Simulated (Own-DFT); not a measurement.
# Strain and stress in zincblende GaAs, 64 atoms (As32Ga32)

The numbers are computed, not measured, by runs of the plane-wave DFT program Own-DFT (in-house, retired, unreviewed) at fixed positions, with no spin and no spin-orbit coupling.

Method: PBE; PseudoDojo norm-conserving scalar-relativistic files; cutoff 42 hartree; 3 x 3 x 3 k mesh centred on Gamma; Fermi-Dirac smearing of 0.1 eV.

Caveats: forces not confirmed at this smearing and k mesh; stress not checked against mesh or cutoff.

Unstrained cell vectors in Å: (11.307, 0.000, 0.000); (0.000, 11.307, 0.000); (0.000, 0.000, 11.307). The unstrained cell has measured lattice constants (interpolated for alloys), not those of this functional. That, the random moves and any unrelaxed bonds set the pressure at no strain. The cell is deformed uniformly in each run, and the atoms keep their fractional places. Random moves of width 0.05 Å per axis were added to every atom. Strain is the symmetric tensor, in per cent. Stress is positive in tension, and the pressure is minus a third of its trace.

| run | e_xx (%) | e_yy (%) | e_zz (%) | e_yz (%) | e_xz (%) | e_xy (%) | s_xx (GPa) | s_yy (GPa) | s_zz (GPa) | s_yz (GPa) | s_xz (GPa) | s_xy (GPa) | P (GPa) | E (meV/atom) |
|---|---|---|---|---|---|---|---|---|---|---|---|---|---|---|
| 1 | -0.46 | -0.72 | -0.07 | -0.45 | 1.51 | 1.78 | -5.26 | -5.55 | -5.25 | -1.29 | 2.88 | 3.22 | 5.35 | 34.0 |
| 2 | -1.80 | -1.87 | 1.85 | 1.32 | -1.44 | -1.15 | -6.57 | -6.79 | -4.58 | 2.08 | -2.94 | -2.30 | 5.98 | 49.1 |
| 3 | -0.58 | -1.70 | 1.30 | -1.00 | 0.13 | -0.10 | -5.04 | -5.51 | -3.83 | -1.59 | -0.04 | -0.33 | 4.79 | 17.7 |
| 4 | 0.49 | -0.63 | -1.77 | 0.85 | -0.27 | 0.20 | -5.07 | -5.64 | -6.41 | 1.47 | -0.69 | -0.18 | 5.71 | 33.1 |
| 5 | 0.50 | -1.55 | 1.15 | 1.96 | -1.39 | -1.38 | -3.88 | -5.13 | -3.58 | 3.05 | -2.32 | -1.57 | 4.20 | 23.1 |
| 6 | 0.57 | -0.04 | 1.74 | -0.90 | -0.15 | 0.46 | -2.42 | -2.76 | -1.83 | -1.60 | 0.04 | 1.13 | 2.34 | 0.0 |
| 7 | -1.77 | -1.85 | 0.29 | 1.86 | 1.58 | -1.62 | -7.87 | -7.81 | -6.55 | 3.26 | 4.03 | -3.87 | 7.41 | 65.1 |
| 8 | 0.18 | -1.87 | -0.35 | -0.07 | 0.26 | -1.84 | -5.60 | -6.69 | -5.85 | -0.05 | 0.34 | -4.23 | 6.05 | 41.8 |
| 9 | 1.74 | 0.25 | -0.41 | 0.33 | -0.36 | 1.01 | -2.14 | -3.05 | -3.35 | 0.24 | -1.22 | 1.39 | 2.85 | 6.1 |
| 10 | -1.52 | 1.34 | -1.16 | -1.03 | -0.97 | -0.65 | -5.75 | -4.07 | -5.45 | -1.94 | -1.28 | -1.26 | 5.09 | 19.8 |
| 11 | 0.12 | -1.36 | 1.21 | 0.83 | 1.03 | 0.04 | -3.94 | -4.68 | -3.35 | 1.39 | 1.20 | -0.03 | 3.99 | 11.3 |
| 12 | -0.36 | -1.01 | 0.40 | 1.06 | -0.49 | 1.17 | -4.73 | -5.11 | -4.29 | 1.53 | -1.02 | 1.86 | 4.71 | 11.8 |
| 13 | -0.64 | -0.26 | -0.04 | 1.68 | -1.67 | -0.17 | -5.14 | -4.82 | -4.75 | 2.62 | -2.79 | -0.17 | 4.90 | 21.0 |
| 14 | -1.75 | -0.63 | -1.49 | 0.47 | 0.02 | -0.37 | -7.43 | -6.85 | -7.34 | 1.54 | -0.08 | -0.76 | 7.21 | 35.4 |
| 15 | 1.16 | -0.91 | 0.97 | -1.63 | -0.03 | -0.20 | ? | ? | ? | ? | ? | ? | ? | ? |

E is the free energy for each atom above the lowest run shown.

## Working it out

Each stress component was fitted by least squares to a constant and the strains of the runs shown, as fractions, with shears doubled. Shear strains stay in the fit of a normal stress only where such slopes are resolved. The slopes, in GPa:

```
stress  at no strain  per e_xx  per e_yy  per e_zz  scatter
  s_xx          -4.1   124 ± 6    74 ± 7    64 ± 6     0.21
  s_yy          -4.1    67 ± 6   129 ± 8    62 ± 7     0.24
  s_zz          -4.1    65 ± 6    73 ± 7   120 ± 6     0.22
```

The slope of each shear stress on twice its own strain, from a fit on all six strains: yz 82 ± 5, xz 103 ± 8, xy 94 ± 8 GPa. These are stiffnesses along x, y and z of the frame in which the cell vectors are given, which need not be the crystal's axes. No internal relaxation is included, and where it is allowed it would reduce some of the slopes. The table should be nearly symmetric about its diagonal, and what it lacks of that shows the noise. A ninth of the table's sum, 87 ± 4 GPa, estimates the bulk modulus near the mean pressure of these runs, 5.0 GPa, so it lies above the value at zero pressure.

## Prediction

The question: what normal stresses and pressure should run 15 give?

The fitted form gives s_xx = -2.7, s_yy = -3.9, s_zz = -2.9 and P = 3.1 GPa. The calculation gave -2.83, -3.90, -2.94 and P = 3.23 GPa.
